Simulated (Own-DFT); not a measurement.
# Which defects push the lattice out? grey tin

The numbers are computed, not measured, by runs of the plane-wave DFT program Own-DFT (in-house, retired, unreviewed) at fixed positions, with no spin and no spin-orbit coupling.

Settings: PBE; PseudoDojo norm-conserving scalar-relativistic files; cutoff 42 hartree; 3 x 3 x 3 k mesh centred on Gamma; cold (Marzari-Vanderbilt) smearing of 0.2 eV.

Known weak points (not all hold for every row): not probed for a lower state with spin; forces on such cells moved up to 12 meV/angstrom on a denser k mesh; stress not checked against mesh or cutoff.

All runs share one cell, with vectors in Å (12.978, 0.000, 0.000); (0.000, 12.978, 0.000); (0.000, 0.000, 12.978) and a volume of 2185.9 Å³. u is the rms random offset of the atoms per axis. The defect's site can differ from row to row.

| cell | formula | u (Å) | P (GPa) |
|---|---|---|---|
| no defect | Sn64 | 0.0197 | 3.38 |
| no defect | Sn64 | 0.0203 | 3.39 |
| no defect | Sn64 | 0.0474 | 3.58 |
| one Sn vacancy | Sn63 | 0.0271 | ? |
| one Sn vacancy | Sn63 | 0.0286 | 3.22 |
| one Sn vacancy | Sn63 | 0.0503 | 3.44 |
| one Sn vacancy | Sn63 | 0.0533 | 3.46 |
| two Sn vacancies | Sn62 | 0.0267 | 3.06 |
| two Sn vacancies | Sn62 | 0.0338 | 3.14 |
| two Sn vacancies | Sn62 | 0.0499 | 3.27 |

## Working it out

P = P0 + c u² + a shift for each defect gives P0 = 3.33 GPa, c = 115 ± 5 GPa/Å² and a scatter of 0.01 GPa. The shifts, and each times the cell's volume:

- one Sn vacancy: -0.19 ± 0.01 GPa, -2.6 eV
- two Sn vacancies: -0.34 ± 0.01 GPa, -4.7 eV (-2.3 eV for each of its 2 sites)

Against the defect-free cell, a freed cell would be larger where the shift is positive and smaller where it is negative (160.2 GPa Å³ is 1 eV). The atoms around the defects weren't relaxed, which would change these numbers.

## Prediction

The question: what pressure belongs in the blank (one Sn vacancy, u = 0.0271 Å)?

The fit gives 3.22 ± 0.02 GPa. The calculation gave 3.26 GPa.
